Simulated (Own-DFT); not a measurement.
# Strain and stress in grey tin, 32 atoms (Sn32)

These are calculations, not measurements. The program, named Own-DFT, is a retired in-house plane-wave density functional code that no person has reviewed. Each row is one single-point run on a periodic cell that was not relaxed, without spin or spin-orbit coupling.

Settings of every run: PBE; PseudoDojo norm-conserving scalar-relativistic files; cutoff 42 hartree; 3 x 3 x 5 k mesh centred on Gamma; cold (Marzari-Vanderbilt) smearing of 0.2 eV.

Known limits: forces on such cells failed a check on a denser k mesh; stress not checked against mesh or cutoff.

Unstrained cell vectors in Å: (12.978, 0.000, 0.000); (0.000, 12.978, 0.000); (0.000, 0.000, 6.489). The unstrained cell has measured lattice constants (interpolated for alloys), not those of this functional. That, the random moves and any unrelaxed bonds set the pressure at no strain. Each run strains this cell uniformly, with the atoms carried along. Every atom was also moved at random, by a Gaussian of width 0.05 Å on each axis. Strain is the symmetric tensor, in per cent. Stress is positive in tension, and the pressure is minus a third of its trace.

| run | e_xx (%) | e_yy (%) | e_zz (%) | s_xx (GPa) | s_yy (GPa) | s_zz (GPa) | P (GPa) | E (meV/atom) |
|---|---|---|---|---|---|---|---|---|
| 1 | 2.00 | 2.00 | 0.00 | -1.52 | -1.51 | -1.97 | 1.66 | 1.5 |
| 2 | -0.25 | -0.25 | 0.00 | -3.88 | -4.01 | -3.94 | 3.95 | 35.5 |
| 3 | 2.00 | 2.00 | 0.00 | -1.47 | -1.51 | -2.06 | 1.68 | 0.0 |
| 4 | -2.25 | -2.25 | 0.00 | -6.39 | -6.44 | -5.81 | 6.22 | 70.6 |
| 5 | -0.25 | -0.25 | 0.00 | -3.93 | -3.92 | -3.84 | 3.90 | 29.8 |
| 6 | 0.50 | 0.50 | 0.00 | -3.05 | -3.17 | -3.27 | 3.16 | 25.6 |
| 7 | -2.25 | -2.25 | 0.00 | -6.47 | -6.46 | -5.87 | 6.27 | 77.9 |
| 8 | -1.75 | -1.75 | 0.00 | -5.69 | -5.62 | -5.17 | 5.49 | 52.2 |
| 9 | 0.50 | 0.50 | 0.00 | -3.02 | -3.01 | -3.14 | 3.05 | 13.6 |
| 10 | -0.75 | -0.75 | 0.00 | -4.53 | -4.60 | -4.34 | 4.49 | 45.4 |
| 11 | -1.75 | -1.75 | 0.00 | -5.74 | -5.76 | -5.21 | 5.57 | 55.7 |
| 12 | -0.75 | -0.75 | 0.00 | -4.49 | -4.58 | -4.29 | 4.46 | 40.0 |
| 13 | 1.50 | 1.50 | 0.00 | ? | ? | ? | ? | ? |

E is the free energy for each atom above the lowest run shown.

## Worked fit

The change of volume is close to e_xx + e_yy + e_zz. A straight line through the runs shown gives P = 3.72 - 53 x (fractional change of volume) GPa, with an error of 1 on the slope and a scatter of 0.10 GPa. The strain isn't the same on all axes, but the crystal is cubic, so the slope still estimates the bulk modulus, averaged over pressures from 1.7 to 6.3 GPa.

## Withheld run

Question: what pressure should run 13 give? Its volume changes by 3.02 %.

The line gives 2.1 GPa. The calculation gave 2.17 GPa.
